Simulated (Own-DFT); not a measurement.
# Computed records: Si$_{3}$N$_{4}$ (beta silicon nitride, strained, atoms displaced)

A calculation, not a measurement: plane-wave PBE density functional theory by an unreviewed code, no spin, of a simulated periodic cell, stress positive in tension, free energy of the whole cell less one offset for each atom, forces on such cells moved up to 12 meV/angstrom on a denser k mesh; offsets are fitted by least squares, one for each functional and potential file, so energies compare only between cells with the same atoms and settings and are not formation energies; the far tail of each file's local potential was reset to the Coulomb form; each entry is a single point on an unrelaxed cell, so the pressure reflects the starting lattice, mostly measured values (interpolated for alloys), from which strain is counted, and rises with the displacements; printed positions are rounded, which can move forces by about a meV/angstrom; the program, named Own-DFT, is a retired in-house code; no spin-orbit coupling; before rounding, a Quantum ESPRESSO 7.3.1 run of the same cell and cutoff gave forces within 1 meV/angstrom rms on each cell, which checks the program and not the settings. Program: Own-DFT development build.

Settings shared by all entries: functional PBE; potential files PseudoDojo norm-conserving, scalar-relativistic, standard set; wave cutoff 42 hartree; occupations Fermi-Dirac; smearing width 0.1 eV; k mesh 2 x 2 x 4 centred on Gamma.

(1) Si$_{3}$N$_{4}$ (beta silicon nitride, strained, atoms displaced)

```
Si3N4
1.0
     15.4389     0.2198     0.0016
     -7.5291    12.8141    -0.1475
      0.0006    -0.0648     5.7543
Si N Si N Si N Si N Si N Si N Si N Si N
6 8 6 8 6 8 6 8 6 8 6 8 6 8 6 8
Direct
  0.08258 0.37848 0.13260
  0.11627 0.20335 0.12448
  0.29240 0.40038 0.12106
  0.41172 0.11633 0.35890
  0.38046 0.29119 0.36268
  0.20863 0.09803 0.37273
  0.16736 0.01476 0.13182
  0.48448 0.15025 0.09721
  0.34807 0.33055 0.12730
  0.33345 0.48250 0.37451
  0.00645 0.35014 0.39953
  0.15143 0.16736 0.37830
  0.16544 0.33153 0.12828
  0.34073 0.16859 0.37192
  0.08511 0.38750 0.62606
  0.11603 0.20259 0.63507
  0.29492 0.41000 0.63035
  0.41651 0.11459 0.88945
  0.38505 0.29616 0.88803
  0.19934 0.08522 0.86022
  0.17066 0.00992 0.61283
  0.48888 0.15949 0.61909
  0.34309 0.32950 0.60649
  0.33535 0.49071 0.87174
  0.02560 0.35153 0.86720
  0.14837 0.16730 0.88121
  0.17503 0.33256 0.61500
  0.33530 0.17168 0.87640
  0.08925 0.89031 0.12611
  0.12321 0.70287 0.12481
  0.29669 0.92046 0.11376
  0.41826 0.62381 0.37008
  0.38358 0.79544 0.39882
  0.19925 0.58292 0.36155
  0.16768 0.51316 0.11592
  0.48604 0.65171 0.11976
  0.34909 0.83436 0.14692
  0.33856 0.98609 0.39305
  0.01710 0.84923 0.37668
  0.14959 0.66779 0.37434
  0.17063 0.84014 0.12364
  0.32920 0.65865 0.37492
  0.08225 0.88454 0.60814
  0.11757 0.70356 0.61976
  0.30387 0.91076 0.62650
  0.41541 0.61427 0.87163
  0.38452 0.79876 0.88476
  0.19886 0.58177 0.87041
  0.17011 0.52046 0.61978
  0.48040 0.65238 0.62158
  0.35543 0.83137 0.62433
  0.32817 0.98206 0.86998
  0.01157 0.84703 0.87330
  0.15262 0.67212 0.87121
  0.16587 0.83388 0.61523
  0.33563 0.67159 0.87271
  0.58315 0.38772 0.13612
  0.61017 0.20059 0.12341
  0.79320 0.40686 0.12261
  0.91565 0.11516 0.37298
  0.88269 0.29803 0.37564
  0.70146 0.08469 0.37304
  0.66513 0.01432 0.12807
  0.99018 0.15136 0.11997
  0.84917 0.33533 0.11174
  0.83217 0.48233 0.37169
  0.51857 0.35558 0.36978
  0.65027 0.16451 0.37246
  0.67053 0.33855 0.12729
  0.83355 0.16796 0.36945
  0.58307 0.37592 0.62378
  0.61881 0.20182 0.63457
  0.79164 0.41040 0.61067
  0.90779 0.11037 0.86385
  0.89213 0.30436 0.88811
  0.70084 0.08932 0.86859
  0.66541 0.00946 0.62338
  0.98651 0.14895 0.62060
  0.85145 0.33524 0.63088
  0.82854 0.48115 0.85853
  0.51484 0.35117 0.86785
  0.65118 0.16398 0.86613
  0.66195 0.33379 0.62024
  0.82945 0.16650 0.87384
  0.58971 0.88791 0.11288
  0.61025 0.70360 0.12587
  0.79725 0.92029 0.14152
  0.90948 0.60933 0.36969
  0.88328 0.79899 0.37588
  0.70912 0.59607 0.37792
  0.66034 0.50902 0.13324
  0.98735 0.65170 0.12967
  0.85524 0.82980 0.12468
  0.83346 0.98119 0.38140
  0.51253 0.84162 0.36453
  0.65147 0.66774 0.37138
  0.66673 0.83951 0.12597
  0.83898 0.67219 0.36926
  0.58830 0.88650 0.63532
  0.61227 0.70474 0.62528
  0.79541 0.91373 0.62340
  0.91487 0.61548 0.86198
  0.88127 0.79528 0.87753
  0.69941 0.57709 0.87283
  0.66054 0.51135 0.62709
  0.98503 0.64657 0.61448
  0.85385 0.83675 0.63703
  0.83599 0.98569 0.88218
  0.52160 0.85329 0.88741
  0.65273 0.66555 0.87677
  0.66673 0.83441 0.63759
  0.83686 0.67066 0.87034
```

* free energy of cell above offsets: -3.349 eV
* pressure: 13 GPa
* stress xx: -3.27 GPa
* stress yy: -17.47 GPa
* stress zz: -18.27 GPa
* stress yz: -4.83 GPa
* stress xz: -0.4 GPa
* stress xy: 4.46 GPa

Force:
| element | x (eV/Å) | y (eV/Å) | z (eV/Å) |
| --- | --- | --- | --- |
| Si | 1.265 | 1.101 | 0.71 |
| Si | -0.567 | -1.021 | 1.78 |
| Si | -1.958 | 5.897 | 1.33 |
| Si | 3.245 | -0.596 | 3.183 |
| Si | 1.631 | 4.331 | 3.025 |
| Si | 1.893 | -3.546 | 0.352 |
| N | 0.077 | 4.347 | -1.753 |
| N | 4.099 | 1.772 | 8.848 |
| N | -0.102 | -0.068 | -0.883 |
| N | 0.331 | 0.278 | -0.741 |
| N | 2.556 | 1.059 | -3.92 |
| N | -0.621 | 0.018 | -0.216 |
| N | -0.679 | 0.536 | -0.138 |
| N | -2.87 | -2.09 | -0.406 |
| Si | 4.534 | 0.82 | -1.456 |
| Si | -0.594 | 0.432 | -1.457 |
| Si | 1.651 | 2.968 | -2.435 |
| Si | -6.249 | -1.188 | -11.03 |
| Si | 0.579 | 2.28 | -4.947 |
| Si | 1.996 | 0.157 | 2.064 |
| N | -0.792 | 4.132 | -0.043 |
| N | 0.103 | -1.351 | 0.519 |
| N | 1.927 | -0.643 | 2.878 |
| N | 0.071 | -5.044 | 1.406 |
| N | -4.268 | -1.929 | 3.38 |
| N | 2.095 | -1.729 | -1.18 |
| N | -5.793 | -0.257 | 0.729 |
| N | 0.482 | -4.984 | 0.086 |
| Si | -0.202 | -4.238 | -0.975 |
| Si | -4.695 | 2.549 | 0.031 |
| Si | 0.613 | -3.992 | 4.543 |
| Si | -1.963 | -3.568 | -0.659 |
| Si | 3.806 | -2.69 | -7.728 |
| Si | 1.468 | 3.03 | 1.648 |
| N | -1.19 | -2.226 | 0.081 |
| N | -0.031 | -0.17 | 0.305 |
| N | -0.845 | 1.29 | -2.066 |
| N | 0.172 | 1.125 | -3.225 |
| N | -3.186 | -0.664 | -3.411 |
| N | 3.185 | -2.355 | -0.439 |
| N | -0.201 | -1.199 | -0.077 |
| N | -1.143 | 1.967 | -0.144 |
| Si | 2.897 | -1.585 | 4.844 |
| Si | -2.812 | 0.782 | 0.799 |
| Si | -3.644 | -1.929 | -1.291 |
| Si | -2.521 | 2.428 | 0.172 |
| Si | 1.284 | 0.423 | 2.127 |
| Si | 1.542 | 4.896 | 0.818 |
| N | -0.964 | -3.362 | -1.472 |
| N | 3.139 | 1.229 | 0.713 |
| N | -3.783 | 3.146 | 5.874 |
| N | 1.414 | 3.242 | -0.01 |
| N | 1.033 | 1.552 | -0.453 |
| N | 2.606 | -2.527 | -0.597 |
| N | 1.423 | 0.776 | 0.296 |
| N | 0.282 | -3.152 | 0.292 |
| Si | 2.272 | -2.242 | -3.41 |
| Si | 1.981 | 2.04 | 0.247 |
| Si | -0.933 | 3.217 | -2.186 |
| Si | -0.832 | 1.148 | -0.943 |
| Si | -1.407 | -0.489 | 0.404 |
| Si | 1.112 | 1.149 | 0.777 |
| N | 0.046 | 2.299 | -2.039 |
| N | -2.46 | -1.132 | 0.279 |
| N | 0.751 | 0.06 | 3.868 |
| N | -0.158 | -1.131 | -0.914 |
| N | -3.641 | -2.832 | 1.562 |
| N | -0.538 | -0.099 | -0.084 |
| N | -2.486 | -3.753 | -0.108 |
| N | 0.643 | -2.047 | 0.065 |
| Si | -1.876 | 2.352 | -0.282 |
| Si | -3.266 | 1.118 | -3.439 |
| Si | 0.017 | -0.672 | 1.592 |
| Si | 0.525 | 3.741 | 1.233 |
| Si | 0.952 | -2.091 | -4.701 |
| Si | 3.07 | -1.617 | 1.374 |
| N | 0.101 | 4.321 | -0.446 |
| N | -0.146 | -0.202 | 0.746 |
| N | -0.856 | 0.384 | -0.283 |
| N | 0.307 | 0.859 | 2.47 |
| N | -1.079 | -0.421 | 2.267 |
| N | -1.601 | 0.492 | 2.803 |
| N | 4.047 | -1.601 | 0.108 |
| N | 1.907 | 0.546 | -0.094 |
| Si | 0.057 | -1.401 | 5.146 |
| Si | 3.063 | 0.654 | -0.888 |
| Si | 0.8 | -5.61 | -5.165 |
| Si | 1.029 | 3.335 | -0.548 |
| Si | 2.533 | 1.076 | 1.091 |
| Si | 0.518 | -2.358 | 0.258 |
| N | 0.908 | 5.496 | -0.461 |
| N | 0.578 | -0.865 | -1.43 |
| N | -5.344 | 3.854 | 1.694 |
| N | 0.262 | 4.066 | 2.154 |
| N | 0.459 | 1.175 | 1.937 |
| N | -1.476 | 0.719 | 0.576 |
| N | 2.327 | -0.891 | 0.392 |
| N | -0.655 | -3.421 | 0.431 |
| Si | -0.828 | -4.134 | -2.37 |
| Si | 1.49 | -1.937 | 0.841 |
| Si | 0.689 | -2.854 | 2.615 |
| Si | -0.376 | 0.559 | 1.756 |
| Si | 2.642 | 0.976 | -0.755 |
| Si | 0.635 | 3.376 | 1.936 |
| N | 0.476 | 0.075 | -2.52 |
| N | 0.77 | -0.09 | 0.479 |
| N | -2.436 | 1.546 | -2.511 |
| N | -0.446 | -1.724 | -0.043 |
| N | -4.254 | -1.499 | -4.256 |
| N | -1.391 | 0.039 | -0.243 |
| N | 0.146 | 1.07 | -0.492 |
| N | -0.356 | -5.091 | -0.171 |

(2) Si$_{3}$N$_{4}$ (beta silicon nitride, strained, atoms displaced)

```
Si3N4
1.0
     15.2354    -0.1753    -0.2151
     -7.7695    13.0818     0.0976
     -0.0823    -0.0044     5.9317
Si N Si N Si N Si N Si N Si N Si N Si N
6 8 6 8 6 8 6 8 6 8 6 8 6 8 6 8
Direct
  0.08291 0.38812 0.12255
  0.11658 0.20504 0.11929
  0.29817 0.41237 0.14080
  0.40893 0.10886 0.37005
  0.38339 0.30599 0.37354
  0.20423 0.08987 0.37262
  0.16541 0.01906 0.11365
  0.48468 0.14819 0.13445
  0.34823 0.33208 0.11218
  0.32991 0.48163 0.36417
  0.01263 0.34469 0.37756
  0.15212 0.17307 0.38015
  0.17390 0.33975 0.11476
  0.33357 0.16561 0.37674
  0.08168 0.38422 0.62901
  0.11169 0.20249 0.62971
  0.29491 0.41497 0.61792
  0.41544 0.11744 0.87332
  0.38503 0.29506 0.87749
  0.20354 0.09053 0.88050
  0.16290 0.01438 0.61765
  0.48489 0.15139 0.61495
  0.35541 0.33802 0.62533
  0.33467 0.48554 0.87402
  0.00718 0.34475 0.87255
  0.15043 0.16619 0.87424
  0.16401 0.32964 0.63609
  0.33098 0.17172 0.86692
  0.08687 0.88639 0.11047
  0.11662 0.70090 0.12271
  0.30479 0.91460 0.14240
  0.40893 0.61223 0.36932
  0.37571 0.79301 0.38416
  0.20014 0.58785 0.36330
  0.16406 0.51640 0.12092
  0.48598 0.65364 0.13744
  0.35249 0.83937 0.12298
  0.33277 0.98478 0.36785
  0.01777 0.85487 0.35764
  0.15047 0.66953 0.36870
  0.16997 0.83349 0.13084
  0.33317 0.66243 0.36516
  0.08307 0.88658 0.61223
  0.12084 0.69993 0.63302
  0.29784 0.91489 0.62857
  0.41204 0.61877 0.88699
  0.38861 0.79859 0.86522
  0.20756 0.58852 0.86122
  0.16387 0.51702 0.61461
  0.48473 0.65236 0.61815
  0.34817 0.83496 0.64320
  0.33574 0.98888 0.86538
  0.01611 0.85044 0.87839
  0.14359 0.66269 0.88201
  0.15935 0.83640 0.62185
  0.33536 0.67029 0.88902
  0.59731 0.39003 0.12728
  0.61662 0.20710 0.12363
  0.79705 0.41292 0.10409
  0.91185 0.11861 0.39647
  0.88679 0.29800 0.37350
  0.69691 0.08539 0.36250
  0.66423 0.01317 0.11996
  0.98962 0.15343 0.11872
  0.84939 0.33875 0.11726
  0.83396 0.48170 0.37296
  0.51718 0.35376 0.35700
  0.65039 0.16653 0.37336
  0.67251 0.33517 0.11898
  0.83303 0.16775 0.38313
  0.59055 0.39207 0.61061
  0.61850 0.20840 0.63304
  0.79880 0.41161 0.62130
  0.91953 0.12118 0.86573
  0.88503 0.30115 0.85904
  0.69862 0.07926 0.85742
  0.66803 0.02067 0.62351
  0.98250 0.15275 0.61423
  0.85105 0.33305 0.61113
  0.82957 0.48534 0.89542
  0.51983 0.35472 0.87712
  0.64962 0.16256 0.87150
  0.67272 0.33159 0.61701
  0.83527 0.16525 0.88190
  0.58414 0.88090 0.12542
  0.61354 0.69612 0.13971
  0.79954 0.90780 0.11907
  0.91655 0.61364 0.36721
  0.87748 0.79083 0.36233
  0.69665 0.58654 0.36944
  0.67306 0.52288 0.13424
  0.98231 0.64520 0.12063
  0.85007 0.82874 0.12310
  0.83270 0.98608 0.38263
  0.52344 0.85841 0.37603
  0.64827 0.66698 0.36363
  0.65756 0.83018 0.12241
  0.83151 0.66800 0.36207
  0.58797 0.88215 0.62985
  0.61481 0.70024 0.62166
  0.79753 0.91414 0.62556
  0.91061 0.61591 0.86971
  0.87990 0.79147 0.87002
  0.70286 0.58511 0.87497
  0.66446 0.51467 0.63218
  0.97135 0.64881 0.63129
  0.84532 0.83468 0.61132
  0.82781 0.98406 0.87245
  0.52264 0.85382 0.86929
  0.64789 0.66276 0.87487
  0.66701 0.83642 0.64883
  0.83317 0.66615 0.87042
```

* free energy of cell above offsets: -6.925 eV
* pressure: 6.32 GPa
* stress xx: -5.08 GPa
* stress yy: -13.08 GPa
* stress zz: -0.81 GPa
* stress yz: -0.43 GPa
* stress xz: -5.12 GPa
* stress xy: -3.58 GPa

Force:
| element | x (eV/Å) | y (eV/Å) | z (eV/Å) |
| --- | --- | --- | --- |
| Si | 2.349 | -2.904 | 0.327 |
| Si | 1.153 | 0.754 | 0.884 |
| Si | 1.434 | -1.008 | -5.928 |
| Si | -0.254 | 4.941 | 0.708 |
| Si | 2.266 | -3.017 | -0.452 |
| Si | -1.425 | -0.12 | 0.24 |
| N | 0.118 | -0.437 | 1.922 |
| N | -0.595 | 0.012 | -1.679 |
| N | -0.751 | 1.335 | 1.665 |
| N | 0.303 | 1.923 | 3.404 |
| N | 1.842 | 1.922 | -1.042 |
| N | 0.84 | -1.046 | -0.317 |
| N | -4.376 | -1.755 | 0.398 |
| N | 0.414 | 1.58 | -0.334 |
| Si | 2.096 | -1.314 | 0.011 |
| Si | 2.306 | -0.896 | -1.069 |
| Si | 1.293 | -1.448 | 2.161 |
| Si | -0.806 | 1.671 | -0.713 |
| Si | 0.316 | 3.366 | -0.847 |
| Si | -0.579 | -0.902 | -2.632 |
| N | -0.122 | 2.324 | 0.956 |
| N | -0.129 | -0.058 | 1.515 |
| N | -1.665 | 1.55 | -0.418 |
| N | -0.069 | 0.72 | 0.28 |
| N | 4.22 | 2.895 | -0.078 |
| N | -1.007 | 0.162 | 0.019 |
| N | -1.813 | 3.017 | -0.451 |
| N | 3.177 | -2.987 | 0.274 |
| Si | 2.151 | -0.051 | 2.587 |
| Si | -2.977 | 2.354 | -0.129 |
| Si | -3.304 | -0.636 | -4.82 |
| Si | 1.732 | 1.229 | 1.142 |
| Si | 2.813 | 1.942 | -1.27 |
| Si | 0.103 | -0.069 | 0.426 |
| N | -0.382 | 1.097 | -1.095 |
| N | -1.497 | -1.433 | -0.981 |
| N | 2.712 | -2.014 | 0.316 |
| N | 0.402 | -1.928 | 3.059 |
| N | -1.784 | -1.145 | 0.375 |
| N | 1.873 | -1.577 | 2.354 |
| N | -0.481 | 0.332 | -0.497 |
| N | -2.315 | 1.193 | 0.7 |
| Si | -0.374 | -0.895 | 0.875 |
| Si | -4.921 | 2.751 | -1.696 |
| Si | -2.608 | -0.253 | -0.129 |
| Si | 2.191 | -0.764 | -1.752 |
| Si | 0.723 | 1.833 | 3.654 |
| Si | -2.162 | -0.579 | 1.822 |
| N | -0.111 | 0.203 | 0.408 |
| N | -1.286 | -0.983 | 0.986 |
| N | -0.603 | -0.299 | -3.623 |
| N | 0.461 | -1.455 | 1.951 |
| N | -2.012 | -0.915 | -3.387 |
| N | 3.352 | -1.79 | -1.006 |
| N | 4.266 | -2.14 | 0.254 |
| N | 0.089 | -0.295 | -0.788 |
| Si | -1.487 | -1.384 | -1.21 |
| Si | 1.893 | -2.663 | 0.139 |
| Si | 1.912 | -1.165 | 6.3 |
| Si | -2.327 | -1.667 | -7.244 |
| Si | -2.928 | -1.178 | -2.015 |
| Si | 0.985 | 0.787 | 0.818 |
| N | -0.391 | 0.244 | -0.631 |
| N | -1.797 | -0.858 | 1.016 |
| N | 2.601 | -1.006 | -0.49 |
| N | 0.161 | 0.365 | -0.464 |
| N | 0.417 | 0.712 | 1.371 |
| N | -0.863 | 0.411 | 0.249 |
| N | -3.221 | -0.09 | 0.079 |
| N | -0.37 | -0.331 | -0.47 |
| Si | 0.059 | -5.598 | 1.532 |
| Si | 0.879 | -4.493 | -1.688 |
| Si | 0.93 | 1.409 | -0.115 |
| Si | -2.424 | -1.481 | 2.37 |
| Si | -3.151 | -3.947 | 2.686 |
| Si | 0.775 | 3.974 | 4.999 |
| N | -0.353 | -3.788 | -3.778 |
| N | 2.695 | 1.15 | 4.527 |
| N | -0.769 | 1.535 | 0.741 |
| N | 0.271 | 2.023 | -7.026 |
| N | 0.698 | 0.139 | -0.86 |
| N | -0.859 | 0.645 | 1.006 |
| N | -3.81 | 3.293 | 0.164 |
| N | -0.984 | 1.012 | -0.662 |
| Si | 0.62 | 1.643 | 0.768 |
| Si | -2.585 | 3.949 | -6.607 |
| Si | -2.842 | 1.451 | 0.781 |
| Si | -3.017 | -0.013 | 0.499 |
| Si | 2.113 | 3.068 | 2.539 |
| Si | 2.386 | 1.822 | 2.62 |
| N | -0.369 | -2.481 | -2.347 |
| N | 1.134 | 0.77 | 0.137 |
| N | -2.239 | 1.361 | -2.489 |
| N | 0.685 | -0.792 | -1.762 |
| N | -3.771 | -2.338 | 0.615 |
| N | 2.428 | -2.065 | 5.753 |
| N | 4.766 | -1.223 | 0.569 |
| N | 0.891 | -3.337 | 0.616 |
| Si | 0.742 | 2.121 | -1.482 |
| Si | -0.483 | 2.103 | 1.105 |
| Si | -0.543 | 0.215 | -0.015 |
| Si | -0.553 | -0.273 | 1.784 |
| Si | 0.242 | 2.768 | -0.909 |
| Si | -0.816 | 1.355 | 0.798 |
| N | 0.045 | 3.497 | -1.862 |
| N | 4.814 | 1.149 | -2.021 |
| N | 1.897 | -1.367 | 0.836 |
| N | 1.795 | 0.704 | 0.579 |
| N | -3.505 | -1.74 | 0.354 |
| N | 0.226 | -0.716 | 0.599 |
| N | 1.211 | -2.456 | -1.283 |
| N | -0.402 | -1.218 | -0.062 |

(3) Si$_{3}$N$_{4}$ (beta silicon nitride, strained, atoms displaced)

```
Si3N4
1.0
     15.2841     0.0861     0.1744
     -7.5675    12.8985    -0.1053
      0.0667    -0.0080     5.7197
Si N Si N Si N Si N Si N Si N Si N Si N
6 8 6 8 6 8 6 8 6 8 6 8 6 8 6 8
Direct
  0.08716 0.38893 0.12725
  0.11938 0.19826 0.13087
  0.29920 0.41031 0.12915
  0.41402 0.11647 0.38468
  0.37896 0.30071 0.36701
  0.19343 0.08926 0.37910
  0.16059 0.01341 0.10857
  0.48725 0.14912 0.12721
  0.34297 0.33025 0.12182
  0.33349 0.48104 0.39577
  0.02203 0.35916 0.38423
  0.14971 0.16802 0.37907
  0.16934 0.33110 0.11686
  0.33032 0.16325 0.37346
  0.08672 0.38435 0.62074
  0.11331 0.19653 0.63451
  0.29467 0.41751 0.62454
  0.41250 0.10868 0.87337
  0.38623 0.29973 0.88575
  0.19349 0.08662 0.87356
  0.16343 0.01497 0.63559
  0.48430 0.14807 0.63212
  0.35104 0.33805 0.62821
  0.32969 0.48154 0.86554
  0.01666 0.34778 0.88362
  0.14907 0.16236 0.87270
  0.17196 0.33393 0.62317
  0.33256 0.16766 0.87902
  0.09220 0.88757 0.12474
  0.11770 0.70214 0.12803
  0.29375 0.91140 0.11730
  0.41511 0.62166 0.36472
  0.39057 0.79990 0.37778
  0.19847 0.57840 0.37317
  0.16130 0.51205 0.13938
  0.48006 0.64854 0.12453
  0.35097 0.83378 0.12331
  0.33150 0.98392 0.37278
  0.01458 0.84933 0.37719
  0.15268 0.66654 0.37108
  0.16403 0.83414 0.12548
  0.33192 0.66806 0.37048
  0.08715 0.88821 0.61485
  0.11546 0.70330 0.62505
  0.30732 0.92004 0.62618
  0.41565 0.61519 0.87961
  0.39002 0.80556 0.86660
  0.20795 0.59071 0.87790
  0.16332 0.51279 0.62626
  0.48533 0.64635 0.63269
  0.34786 0.83010 0.64090
  0.32895 0.98030 0.88138
  0.00916 0.84841 0.87698
  0.14758 0.66916 0.87753
  0.16965 0.84050 0.62059
  0.32846 0.67052 0.88084
  0.58649 0.38093 0.13423
  0.61928 0.20557 0.14133
  0.80263 0.41787 0.11795
  0.91291 0.11738 0.38304
  0.88571 0.29477 0.37622
  0.70100 0.08102 0.36629
  0.66721 0.01588 0.10985
  0.98307 0.15256 0.13195
  0.84979 0.33490 0.12510
  0.84207 0.48650 0.37682
  0.51922 0.35824 0.37841
  0.65042 0.16402 0.36859
  0.65874 0.32621 0.12892
  0.83175 0.16988 0.37069
  0.58982 0.39164 0.61585
  0.61531 0.20035 0.61562
  0.79241 0.40561 0.62040
  0.91132 0.11241 0.87781
  0.88466 0.29925 0.87704
  0.70497 0.08429 0.87832
  0.66723 0.01312 0.62553
  0.98345 0.15602 0.62038
  0.84965 0.33683 0.62050
  0.83572 0.48657 0.86767
  0.51777 0.35243 0.88757
  0.64835 0.16060 0.86977
  0.66472 0.33413 0.60929
  0.83269 0.16986 0.87483
  0.58393 0.88536 0.11841
  0.61725 0.69824 0.13506
  0.79717 0.91552 0.13434
  0.90668 0.61704 0.37783
  0.88530 0.80244 0.37944
  0.70054 0.58475 0.37053
  0.65926 0.51415 0.11659
  0.98269 0.64839 0.12202
  0.85433 0.83589 0.12819
  0.82973 0.98212 0.37441
  0.51402 0.84523 0.38036
  0.65107 0.66938 0.37842
  0.66556 0.83177 0.13316
  0.83064 0.67195 0.37691
  0.58473 0.88141 0.64539
  0.62475 0.70505 0.62333
  0.80106 0.91890 0.61864
  0.91508 0.61551 0.88591
  0.88503 0.80001 0.86721
  0.69748 0.58727 0.88050
  0.66727 0.51719 0.62220
  0.98073 0.64838 0.63109
  0.85401 0.83973 0.61611
  0.83665 0.98525 0.88568
  0.51501 0.84335 0.88015
  0.65677 0.66617 0.87641
  0.66334 0.83607 0.63887
  0.83162 0.66984 0.88611
```

- free energy of cell above offsets: -5.171 eV
- pressure: 16.7 GPa
- stress xx: -6.68 GPa
- stress yy: -18.22 GPa
- stress zz: -25.21 GPa
- stress yz: 0.31 GPa
- stress xz: 2.5 GPa
- stress xy: 3.39 GPa

Force:
| element | x (eV/Å) | y (eV/Å) | z (eV/Å) |
| --- | --- | --- | --- |
| Si | 2.464 | -4.185 | -0.616 |
| Si | -4.576 | 3.02 | -1.384 |
| Si | -3.615 | 1.753 | -0.24 |
| Si | -1.381 | 0.249 | -2.028 |
| Si | 3.313 | -1.814 | 3.154 |
| Si | 6.17 | -2.395 | -0.666 |
| N | -0.378 | 2.333 | 3.618 |
| N | -0.407 | -0.646 | 0.274 |
| N | 0.567 | 0.246 | 0.959 |
| N | 0.333 | 4.842 | -7.396 |
| N | -3.527 | -2.629 | -1.889 |
| N | -0.257 | -0.716 | 0.455 |
| N | -1.421 | 0.201 | 0.561 |
| N | -1.234 | 1.187 | 0.049 |
| Si | 2.784 | -1.179 | 3.21 |
| Si | -2.414 | 4.273 | -0.673 |
| Si | 1.743 | -4.819 | 2.386 |
| Si | -2.316 | 3.045 | 2.986 |
| Si | 1.736 | -1.218 | -3.969 |
| Si | 6.763 | 0.034 | 0.102 |
| N | -0.828 | 1.489 | -3.16 |
| N | 1.118 | -0.015 | -1.463 |
| N | -0.114 | 0.041 | 0.529 |
| N | 0.542 | 3.027 | 4.928 |
| N | -1.426 | -0.062 | -1.25 |
| N | -2.798 | 1.209 | 0.745 |
| N | -3.431 | -2.428 | 0.048 |
| N | 0.117 | -1.63 | -0.152 |
| Si | -3.426 | -3.206 | -1.109 |
| Si | -2.824 | 0.478 | 0.843 |
| Si | 0.416 | -2.152 | 3.336 |
| Si | -1.642 | -2.389 | 5.13 |
| Si | -3.277 | -1.338 | -0.713 |
| Si | 0.327 | 5.047 | 2.725 |
| N | 0.614 | 1.939 | -4.685 |
| N | 4.328 | 1.31 | -0.942 |
| N | -0.556 | 1.68 | 1.15 |
| N | 0.907 | 0.837 | -0.097 |
| N | -0.169 | 0.495 | -1.031 |
| N | 0.504 | -0.864 | 0.893 |
| N | 1.931 | -0.542 | 0.031 |
| N | 0.468 | -1.344 | 0.285 |
| Si | 0.596 | -2.964 | 2.588 |
| Si | -1.77 | 1.354 | -0.395 |
| Si | -2.975 | -3.765 | -1.199 |
| Si | -3.436 | -0.767 | -1.805 |
| Si | 0.38 | -3.516 | 4.189 |
| Si | -2.898 | -1.084 | -0.14 |
| N | 0.285 | 1.354 | 1.468 |
| N | 1.433 | 1.28 | -2.033 |
| N | -1.414 | 2.574 | -4.592 |
| N | 0.728 | 2.415 | -1.368 |
| N | 3.033 | 1.773 | -0.637 |
| N | 2.875 | -2.151 | -1.379 |
| N | 1.014 | -1.121 | 0.139 |
| N | 4.63 | 0.482 | -0.265 |
| Si | -0.233 | 0.364 | -2.022 |
| Si | -1.14 | -3.437 | -4.756 |
| Si | -1.442 | -1.45 | 1.185 |
| Si | -1.6 | 0.03 | -1.806 |
| Si | -0.445 | 3.625 | -0.537 |
| Si | -0.037 | 2.251 | 1.559 |
| N | -0.151 | -2.924 | 3.275 |
| N | 1.971 | -0.193 | -0.862 |
| N | 0.035 | 0.296 | 1.01 |
| N | -1.325 | -1.336 | -0.503 |
| N | -3.278 | -1.776 | 0.104 |
| N | 2.028 | -1.766 | 1.406 |
| N | 2.678 | 5.305 | -0.326 |
| N | 1.362 | -3.939 | 0.215 |
| Si | -0.284 | -3.019 | 2.874 |
| Si | -0.384 | 0.51 | 2.853 |
| Si | -0.835 | 2.915 | -0.006 |
| Si | -0.957 | 3.301 | 0.913 |
| Si | 0.708 | 0.479 | -1.079 |
| Si | -1.071 | 4.054 | -3.851 |
| N | -0.292 | -0.427 | -0.708 |
| N | 1.669 | -0.659 | 1.873 |
| N | 1.949 | -1.317 | 1.071 |
| N | -0.52 | -1.89 | 0.078 |
| N | -0.919 | -0.02 | -1.893 |
| N | -0.292 | 0.501 | 0.513 |
| N | 0.036 | -0.809 | 0.519 |
| N | 1.731 | -2.093 | -0.076 |
| Si | 2.915 | -1.413 | 2.757 |
| Si | -2.633 | 2.156 | -2.606 |
| Si | 0.662 | -4.333 | -2.143 |
| Si | 1.573 | 1.436 | 0.593 |
| Si | 2.436 | -1.097 | -3.024 |
| Si | 1.002 | 1.755 | -0.276 |
| N | 0.506 | -0.468 | 2.151 |
| N | 1.555 | 0.804 | 2.69 |
| N | -3.034 | 2.078 | -0.307 |
| N | 0.101 | 4.358 | 0.816 |
| N | 1.33 | 1.66 | 0.3 |
| N | 2.747 | -2.362 | -1.089 |
| N | -0.554 | 0.512 | -0.218 |
| N | 0.183 | -2.051 | 0.152 |
| Si | 1.094 | 0.919 | -4.574 |
| Si | -4.361 | 1.004 | 3.409 |
| Si | -1.413 | -3.318 | 3.298 |
| Si | -2.898 | 1.432 | -1.983 |
| Si | 0.168 | -1.077 | 1.331 |
| Si | 5.887 | -0.441 | -1.56 |
| N | -0.133 | 1.301 | 0.347 |
| N | 1.497 | 0.954 | -1.637 |
| N | -2.741 | 1.605 | 2.829 |
| N | -0.243 | -0.47 | -1.781 |
| N | -2.167 | -0.155 | 0.831 |
| N | -4.355 | 2.446 | -0.028 |
| N | 3.945 | -0.591 | -0.295 |
| N | 0.364 | -2.252 | -0.513 |
